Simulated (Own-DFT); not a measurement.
Si$_{12}$O$_{23}$ (quartz with two neutral oxygen vacancies, atoms displaced) (calculated)

A calculation, not a measurement: plane-wave PBE and HSE06 DFT by an unreviewed code, no spin, of a simulated cell at Gamma alone, so results move with cell size and shape, stress positive in tension, energies less offsets, not probed for a lower state with spin; oxygen file: force components 24 meV/angstrom off all-electron in a glass; k mesh not checked against a denser one; forces and stress are PBE's, HSE06 gives the energy alone, and its difference from PBE has offsets of its own; offsets are fitted by least squares, one for each functional and potential file, so energies compare only between cells with the same atoms and settings and are not formation energies; the far tail of each file's local potential was reset to the Coulomb form; each entry is a single point on an unrelaxed cell, so the pressure reflects the starting lattice, mostly measured values (interpolated for alloys), from which strain is counted, and rises with the displacements; printed positions are rounded, which can move forces by about a meV/angstrom; the program, named Own-DFT, is a retired in-house code; no spin-orbit coupling. Program: Own-DFT development build.

Settings shared by all entries: first functional PBE; second functional HSE06; exact exchange share 0.25; screening 0.11 1/bohr; exchange divergence Gygi-Baldereschi; potential files PseudoDojo norm-conserving, scalar-relativistic, made for PBE, standard set; wave cutoff 48 hartree; occupations fixed; k mesh 1 x 1 x 1 centred on Gamma.

(1) Si$_{12}$O$_{23}$ (quartz with two neutral oxygen vacancies, atoms displaced)

```
CELL_PARAMETERS angstrom
9.82680 0.00000 0.00000
-4.91340 8.51030 0.00000
0.00000 0.00000 10.81040
ATOMIC_POSITIONS crystal
Si 0.23962 0.00033 0.00293
Si 0.00202 0.23488 0.32807
Si 0.27758 0.26471 0.15640
O 0.19631 0.12795 0.06231
O 0.41667 0.28937 0.22454
O 0.36592 0.07123 0.40175
O 0.08068 0.36660 0.44142
O 0.13659 0.21399 0.27841
O 0.28639 0.42464 0.10727
Si 0.22766 0.98858 0.51007
Si 0.00222 0.24403 0.83178
Si 0.27507 0.26958 0.66991
O 0.20576 0.12762 0.55109
O 0.42784 0.28975 0.72450
O 0.36288 0.07775 0.89352
O 0.06729 0.36350 0.93284
O 0.12480 0.20279 0.76851
O 0.30485 0.43197 0.60449
Si 0.23518 0.50424 0.00413
Si 0.00022 0.73532 0.33500
Si 0.26531 0.75513 0.17058
O 0.20749 0.62802 0.06401
O 0.43224 0.80051 0.22564
O 0.36925 0.57365 0.38570
O 0.06388 0.87197 0.44831
O 0.12838 0.70745 0.27823
O 0.29190 0.93122 0.09953
Si 0.23323 0.49888 0.50269
Si 0.00072 0.72820 0.84030
Si 0.26222 0.76445 0.66625
O 0.20364 0.64174 0.56549
O 0.42758 0.79640 0.72638
O 0.36328 0.56626 0.89501
O 0.07436 0.86308 0.93824
O 0.14017 0.70954 0.77313
O 0.28668 0.92588 0.60571
Si 0.73077 0.99677 0.99959
Si 0.50153 0.24259 0.33905
Si 0.76871 0.26314 0.16532
O 0.71227 0.13661 0.06985
O 0.94154 0.30026 0.22097
O 0.86561 0.08023 0.39058
O 0.56429 0.35509 0.44466
O 0.63099 0.20313 0.27230
O 0.80610 0.43154 0.11279
Si 0.73482 0.00854 0.49969
Si 0.49634 0.23308 0.83903
Si 0.76507 0.26444 0.67397
O 0.70578 0.13055 0.56155
O 0.93230 0.29366 0.72118
O 0.57905 0.37778 0.93775
O 0.63970 0.21247 0.76765
O 0.79180 0.42915 0.60169
Si 0.73916 0.49670 0.00378
Si 0.50680 0.73308 0.33198
Si 0.77520 0.77699 0.17054
O 0.70761 0.64092 0.06180
O 0.93149 0.80129 0.22859
O 0.86919 0.57660 0.39246
O 0.57467 0.87490 0.44143
O 0.63273 0.70665 0.27323
O 0.78762 0.93165 0.10180
Si 0.74285 0.51647 0.50490
Si 0.50084 0.73283 0.83129
Si 0.76055 0.76101 0.66620
O 0.71956 0.63979 0.55954
O 0.92291 0.79229 0.72363
O 0.85858 0.57510 0.89950
O 0.63470 0.69906 0.77834
O 0.79178 0.92973 0.60828
```

| Quantity | Value |
| --- | --- |
| PBE energy of cell above offsets | -14.571 eV |
| HSE06 less PBE above offsets | 0.189 eV |
| PBE pressure | 9.64 GPa |
| PBE stress xx | -10.8 GPa |
| PBE stress yy | -7.46 GPa |
| PBE stress zz | -10.64 GPa |
| PBE stress yz | -2.33 GPa |
| PBE stress xz | -1.25 GPa |
| PBE stress xy | 2.11 GPa |

Force:
| element | x (eV/Å) | y (eV/Å) | z (eV/Å) |
| --- | --- | --- | --- |
| Si | -5.508 | 0.739 | -3.387 |
| Si | -0.014 | 1.004 | 2.028 |
| Si | -8.714 | 0.167 | 1.801 |
| O | 0.567 | -1.761 | -2.29 |
| O | 7.162 | 1.118 | 3.505 |
| O | 0.462 | 0.5 | -1.213 |
| O | -1.551 | -0.797 | -0.384 |
| O | 4.153 | -0.368 | -2.926 |
| O | 0.961 | -0.223 | 0.279 |
| Si | -2.064 | 3.947 | -6.837 |
| Si | -0.51 | -6.255 | -0.831 |
| Si | -4.445 | -3.056 | -3.663 |
| O | -1.898 | 4.536 | 3.967 |
| O | 2.86 | 0.478 | 1.816 |
| O | 0.474 | -0.882 | -0.195 |
| O | 1.109 | 5.798 | 5.211 |
| O | 2.256 | 0.375 | -0.706 |
| O | 0.19 | 0.162 | 0.711 |
| Si | 1.063 | -4.542 | -3.208 |
| Si | -1.869 | 3.107 | 2.134 |
| Si | -2.2 | 3.468 | 0.693 |
| O | -2.716 | 2.247 | 0.869 |
| O | 0.586 | -0.301 | 0.182 |
| O | -1.394 | -1.196 | 2 |
| O | -0.481 | -2.985 | -2.127 |
| O | 3.725 | -0.105 | -2.238 |
| O | 4.928 | -4.966 | 5.811 |
| Si | 0.779 | 2.221 | -0.861 |
| Si | -1.33 | 1.183 | -3.966 |
| Si | 1.458 | 3.436 | 1.541 |
| O | 1.654 | -4.972 | -4.472 |
| O | 0.308 | 0.025 | -0.126 |
| O | 0.526 | 0.909 | -0.912 |
| O | 0.446 | 1.733 | 1.619 |
| O | -2.464 | -1.131 | 2.743 |
| O | 4.609 | -2.95 | 5.759 |
| Si | -1.964 | 2.059 | -6.267 |
| Si | -0.094 | -6.041 | -3.296 |
| Si | 0.272 | 2.868 | 5.18 |
| O | -0.36 | -3.939 | -4.178 |
| O | -2.325 | 0.436 | -1.22 |
| O | -0.408 | -0.993 | 0.279 |
| O | 1.324 | 6.49 | 4.363 |
| O | -0.462 | 0.86 | 0.048 |
| O | -0.928 | 0.817 | -1.045 |
| Si | 2.833 | -2.316 | -0.683 |
| Si | 2.319 | 2.546 | -2.294 |
| Si | 3.051 | 2.218 | -6.993 |
| O | -2.334 | 3.586 | 2.42 |
| O | -1.431 | 1.078 | -1.448 |
| O | -0.913 | -2.135 | -0.384 |
| O | -5.807 | -1.894 | 5.994 |
| O | 1.53 | -1.508 | 2.121 |
| Si | -2.514 | 1.66 | 3.944 |
| Si | -3.652 | 2.876 | 2.251 |
| Si | -1.879 | -1.446 | -1.945 |
| O | 1.291 | -1.113 | -0.011 |
| O | 1.047 | 0.523 | 0.291 |
| O | -0.926 | -1.422 | 0.413 |
| O | -0.522 | -2.366 | -1.713 |
| O | 3.525 | 0.034 | -1.409 |
| O | 3.285 | -2.285 | 4.225 |
| Si | 2.568 | -7.578 | -4.39 |
| Si | -0.148 | 1.351 | 2.337 |
| Si | -0.245 | 3.804 | 1.37 |
| O | -4.379 | 2.819 | 0.551 |
| O | 2.628 | -0.757 | 2.189 |
| O | 2.677 | 0.661 | -2.641 |
| O | -0.263 | -0.582 | -0.524 |
| O | 0.086 | -0.972 | 0.14 |

(2) Si$_{12}$O$_{23}$ (quartz with two neutral oxygen vacancies, atoms displaced)

```
CELL_PARAMETERS angstrom
9.82680 0.00000 0.00000
-4.91340 8.51030 0.00000
0.00000 0.00000 10.81040
ATOMIC_POSITIONS crystal
Si 0.22976 0.99572 0.99907
Si 0.01887 0.24999 0.34084
Si 0.26055 0.25605 0.16228
O 0.19898 0.13867 0.06452
O 0.42298 0.28705 0.21983
O 0.36512 0.07082 0.38449
O 0.08055 0.36482 0.43712
O 0.13399 0.20341 0.27897
O 0.29086 0.42906 0.10909
Si 0.23501 0.99833 0.49315
Si 0.00543 0.23649 0.83085
Si 0.26570 0.25849 0.67000
O 0.42608 0.29722 0.72666
O 0.36343 0.07110 0.88958
O 0.07342 0.36438 0.94404
O 0.14067 0.20817 0.77491
Si 0.23304 0.49921 0.00056
Si 0.99623 0.72769 0.33668
Si 0.27477 0.76209 0.15829
O 0.19668 0.62327 0.05719
O 0.43546 0.78938 0.22057
O 0.37109 0.57452 0.38985
O 0.06946 0.86852 0.44033
O 0.13142 0.70061 0.26553
O 0.29820 0.92749 0.11113
Si 0.23475 0.49759 0.50053
Si 0.00496 0.73780 0.82829
Si 0.26526 0.77155 0.66983
O 0.19969 0.63088 0.56016
O 0.42888 0.79533 0.72238
O 0.37272 0.57199 0.89064
O 0.06927 0.86841 0.94828
O 0.12326 0.69907 0.76635
O 0.28294 0.91860 0.60723
Si 0.73795 0.00063 0.00396
Si 0.49609 0.23043 0.34044
Si 0.76806 0.26735 0.16009
O 0.70714 0.12812 0.05796
O 0.91485 0.29290 0.23288
O 0.86312 0.07251 0.39743
O 0.57922 0.37677 0.43104
O 0.62482 0.20864 0.27195
O 0.78471 0.42319 0.10890
Si 0.73326 0.99793 0.50459
Si 0.50451 0.23218 0.82596
Si 0.76879 0.26547 0.66209
O 0.69907 0.13079 0.56518
O 0.92932 0.29080 0.72827
O 0.85970 0.06748 0.89090
O 0.56149 0.36907 0.93790
O 0.64029 0.20696 0.77128
O 0.79008 0.43175 0.60640
Si 0.73496 0.49932 0.00450
Si 0.49724 0.73888 0.33449
Si 0.77060 0.76298 0.17867
O 0.71044 0.63975 0.06142
O 0.92897 0.79517 0.22082
O 0.86683 0.58012 0.38901
O 0.57788 0.87305 0.44475
O 0.62473 0.70067 0.27454
O 0.79413 0.92918 0.10681
Si 0.74744 0.50857 0.49867
Si 0.49023 0.72867 0.83301
Si 0.75748 0.76378 0.66913
O 0.70257 0.62841 0.55443
O 0.91672 0.78896 0.72407
O 0.86437 0.56608 0.89367
O 0.56998 0.86408 0.94019
O 0.63735 0.70893 0.78140
O 0.79326 0.92933 0.61273
```

| Property | Result |
| --- | --- |
| PBE energy of cell above offsets | -16.541 eV |
| HSE06 less PBE above offsets | 0.311 eV |
| PBE pressure | 7.77 GPa |
| PBE stress xx | -8.47 GPa |
| PBE stress yy | -7.98 GPa |
| PBE stress zz | -6.85 GPa |
| PBE stress yz | -1.02 GPa |
| PBE stress xz | -0.89 GPa |
| PBE stress xy | -1.4 GPa |

Force:
| element | x (eV/Å) | y (eV/Å) | z (eV/Å) |
| --- | --- | --- | --- |
| Si | 1.768 | 3.33 | 2.382 |
| Si | -4.881 | -9.643 | -7.763 |
| Si | -0.252 | 6.695 | 5.909 |
| O | 1.268 | -7.454 | -7.063 |
| O | 0.826 | -0.195 | 1.469 |
| O | -1.053 | -3.663 | 1.817 |
| O | -1.116 | 5.845 | 6.186 |
| O | 1.146 | 0.027 | -0.934 |
| O | 0.464 | -0.843 | 0.602 |
| Si | -1.105 | 2.541 | 2.804 |
| Si | -0.935 | -2.112 | 2.749 |
| Si | -1.001 | 0.197 | -6.148 |
| O | 2.691 | 0.521 | 0.576 |
| O | -0.161 | -0.274 | 0.041 |
| O | -0.667 | -1.125 | -1.341 |
| O | -1.375 | -0.937 | 1.852 |
| Si | 2.764 | -1.112 | -0.91 |
| Si | 3.276 | 6.031 | -4.738 |
| Si | -2.158 | -0.018 | 1.864 |
| O | -0.985 | 2.092 | 0.272 |
| O | -1.882 | 0.846 | -1.605 |
| O | -1.54 | -1.459 | 1.526 |
| O | -0.511 | -1.341 | -0.819 |
| O | -0.184 | 0.34 | 0.652 |
| O | -0.833 | 0.916 | -1.647 |
| Si | 2.846 | 1.254 | 2.534 |
| Si | -4.767 | -1.077 | 2.986 |
| Si | 1.871 | -3.63 | -1.236 |
| O | 0.247 | 0.055 | 0.11 |
| O | -0.408 | -0.022 | 0.056 |
| O | -2.448 | -3.758 | 2.04 |
| O | -1.226 | -2.964 | -2.821 |
| O | 1.77 | -0.235 | 0.326 |
| O | -0.599 | 2.968 | -1.465 |
| Si | -0.183 | -2.8 | -2.557 |
| Si | 0.055 | 4.265 | -4.394 |
| Si | -2.455 | -3.11 | 2.633 |
| O | -2.056 | 2.739 | 1.122 |
| O | 3.983 | 0.48 | 1.997 |
| O | 1.4 | 2.19 | -0.688 |
| O | 0.454 | 0.707 | 1.615 |
| O | 2.997 | -0.273 | -1.805 |
| O | 0.665 | 0.964 | 0.262 |
| Si | 1.2 | 2.424 | -0.087 |
| Si | -1.363 | 1.398 | 2.797 |
| Si | 0.107 | 1.888 | 1.481 |
| O | 0.283 | -1.172 | -1.638 |
| O | -1.101 | 0.937 | -1.895 |
| O | 1.617 | 1.99 | -1.465 |
| O | 1.639 | -0.125 | -0.176 |
| O | -0.38 | -0.171 | 0.463 |
| O | 2.387 | -1.673 | 1.765 |
| Si | -3.045 | 0.749 | -2.492 |
| Si | 2.558 | 0.437 | 1.426 |
| Si | -6.193 | 0.465 | -4.247 |
| O | 0.43 | -0.669 | 0.148 |
| O | 5.318 | 0.359 | 3.391 |
| O | -0.453 | -4.075 | 1.018 |
| O | -2.308 | -2.969 | -1.818 |
| O | 1.432 | 0.407 | 0.207 |
| O | 1.83 | -1.986 | 2.608 |
| Si | -3.726 | -2.447 | -1.002 |
| Si | 3.082 | 4.166 | -0.059 |
| Si | -0.208 | -1.264 | -1.509 |
| O | -1.31 | 2.755 | 1.909 |
| O | 2.994 | 0.332 | 1.328 |
| O | 0.942 | 1.733 | -0.841 |
| O | -0.246 | 0.14 | 0.149 |
| O | -1.233 | -0.602 | -0.12 |
| O | 0.035 | 0.019 | 0.211 |

(3) Si$_{12}$O$_{23}$ (quartz with two neutral oxygen vacancies, atoms displaced)

```
CELL_PARAMETERS angstrom
9.82680 0.00000 0.00000
-4.91340 8.51030 0.00000
0.00000 0.00000 10.81040
ATOMIC_POSITIONS crystal
Si 0.23983 0.00127 0.00663
Si 0.99891 0.23448 0.33404
Si 0.27344 0.27451 0.17370
O 0.20555 0.13020 0.06593
O 0.42397 0.29270 0.22647
O 0.37406 0.06650 0.39228
O 0.07880 0.36609 0.44049
O 0.14266 0.21467 0.27845
O 0.30314 0.42893 0.09960
Si 0.22687 0.98939 0.50348
Si 0.98321 0.23086 0.83626
Si 0.26268 0.26921 0.66330
O 0.21239 0.13702 0.56074
O 0.42517 0.28918 0.72704
O 0.37220 0.07766 0.89285
O 0.06894 0.36622 0.93993
O 0.13838 0.20228 0.77559
O 0.30063 0.42863 0.59918
Si 0.24086 0.49974 0.00654
Si 0.99438 0.72584 0.32791
Si 0.26387 0.75807 0.16029
O 0.21002 0.63558 0.06480
O 0.43205 0.79956 0.21983
O 0.36973 0.57157 0.40158
O 0.06087 0.85884 0.43723
O 0.14719 0.71631 0.27238
O 0.28909 0.92575 0.10518
Si 0.23955 0.50612 0.50574
Si 0.99507 0.72259 0.82706
Si 0.26195 0.77124 0.66841
O 0.20978 0.63924 0.56156
O 0.42844 0.80195 0.71975
O 0.35875 0.57166 0.89408
O 0.07090 0.87337 0.94229
O 0.13412 0.70988 0.77175
O 0.28962 0.92623 0.60894
Si 0.73952 0.00336 0.99817
Si 0.49959 0.24193 0.33311
Si 0.75755 0.25574 0.17255
O 0.91757 0.29017 0.23248
O 0.86091 0.07920 0.39585
O 0.57103 0.37023 0.43778
O 0.63780 0.21047 0.27554
Si 0.73722 0.98998 0.49700
Si 0.50007 0.22886 0.83198
Si 0.77320 0.26565 0.66037
O 0.70203 0.12696 0.55524
O 0.92982 0.28514 0.73501
O 0.85881 0.07196 0.88419
O 0.57942 0.36878 0.94014
O 0.63933 0.21899 0.77437
O 0.79440 0.42907 0.60441
Si 0.73129 0.49998 0.00944
Si 0.50483 0.74210 0.32937
Si 0.76066 0.75964 0.16982
O 0.70501 0.63625 0.06298
O 0.92915 0.79324 0.22981
O 0.86223 0.57311 0.39429
O 0.57667 0.86636 0.43873
O 0.62759 0.70442 0.27185
O 0.79932 0.92259 0.10996
Si 0.73564 0.49145 0.50191
Si 0.50344 0.74378 0.83582
Si 0.75582 0.75652 0.66203
O 0.70882 0.63769 0.56859
O 0.92348 0.79326 0.73188
O 0.87186 0.57930 0.89776
O 0.56514 0.85324 0.93423
O 0.63546 0.70902 0.77532
O 0.78847 0.91876 0.60475
```

| Property | Result |
| --- | --- |
| PBE energy of cell above offsets | -14.743 eV |
| HSE06 less PBE above offsets | 0.065 eV |
| PBE pressure | 10.5 GPa |
| PBE stress xx | -8.23 GPa |
| PBE stress yy | -9.59 GPa |
| PBE stress zz | -13.67 GPa |
| PBE stress yz | 1.17 GPa |
| PBE stress xz | -1.78 GPa |
| PBE stress xy | 0.77 GPa |

Force:
| element | x (eV/Å) | y (eV/Å) | z (eV/Å) |
| --- | --- | --- | --- |
| Si | -3.536 | 0.622 | -4.918 |
| Si | 1.104 | 0.826 | 0.6 |
| Si | -3.133 | -3.007 | -3.985 |
| O | -0.42 | 2.167 | 1.433 |
| O | 3.652 | 1.356 | 1.033 |
| O | -1.321 | 0.423 | 0.766 |
| O | -0.587 | 0.558 | 0.678 |
| O | -1.45 | -0.279 | 0.603 |
| O | 2.042 | -1.064 | 3.256 |
| Si | -0.846 | 2.555 | -3.07 |
| Si | 11.19 | 0.864 | 4.976 |
| Si | 1.713 | -1.223 | 2.944 |
| O | 0.152 | -1.927 | -1.998 |
| O | -0.319 | 0.544 | -0.739 |
| O | -0.887 | -3.018 | 2.095 |
| O | 0.525 | 0.852 | 1.55 |
| O | -3.101 | 0.532 | 0.885 |
| O | 0.689 | 0.184 | 1.738 |
| Si | -3.992 | -0.066 | -4.362 |
| Si | 3.058 | 1.357 | 1.377 |
| Si | -0.131 | 6.466 | 3.883 |
| O | 0.465 | -5.287 | -4.686 |
| O | 0.654 | -0.169 | 0.391 |
| O | 1.315 | 2.702 | -2.839 |
| O | 1.061 | 1.028 | 1.096 |
| O | -2.563 | -1.276 | 1.981 |
| O | 3.391 | -2.298 | 3.177 |
| Si | -1.479 | -0.389 | -1.816 |
| Si | -1.475 | 5.821 | 2.777 |
| Si | 2.866 | -1.508 | -0.195 |
| O | -0.756 | -0.336 | -0.189 |
| O | 1.342 | -0.358 | 1.558 |
| O | 1.139 | 1.801 | -1.625 |
| O | 1.012 | -1.283 | -1.255 |
| O | 0.827 | -1.298 | 0.568 |
| O | -0.151 | 1.407 | 0.044 |
| Si | -1.906 | -0.755 | 2.987 |
| Si | 0.961 | -3.871 | 0.779 |
| Si | 0.812 | 1.129 | -6.688 |
| O | 1.928 | 0.845 | 0.138 |
| O | 2.099 | 0.257 | -2.059 |
| O | 0.061 | 0.989 | 1.116 |
| O | -3.538 | -0.974 | 3.259 |
| Si | -2.214 | 1.67 | 2.101 |
| Si | -1.809 | 3.694 | 0.051 |
| Si | -1.206 | -1.709 | 1.665 |
| O | 0.47 | 0.916 | 1.008 |
| O | -7.49 | 3.715 | -9.445 |
| O | -0.837 | -3.915 | 1.322 |
| O | -0.876 | -0.768 | -0.367 |
| O | 3.946 | -0.298 | -2.325 |
| O | 3.004 | -1.759 | 2.838 |
| Si | 2.931 | -1.593 | -0.791 |
| Si | -3.028 | -2.318 | 1.376 |
| Si | 1.648 | 1.858 | 0.48 |
| O | -0.489 | -1.292 | -1.004 |
| O | -2.307 | 0.04 | -2.14 |
| O | 0.351 | -1.203 | -0.413 |
| O | -1.06 | -0.689 | -0.418 |
| O | 1.545 | -0.849 | 0.118 |
| O | -1.2 | 1.676 | -1.589 |
| Si | -4.212 | 3.609 | -1.643 |
| Si | -1.52 | -8.694 | -9.016 |
| Si | 1.433 | 5.697 | 7.837 |
| O | 2.067 | -8.738 | -7.992 |
| O | -1.103 | -0.134 | -1.751 |
| O | -1.456 | -3.799 | 2.471 |
| O | 1.674 | 9.27 | 9.448 |
| O | -1.219 | -0.296 | 0.575 |
| O | 0.492 | 1.007 | 0.335 |
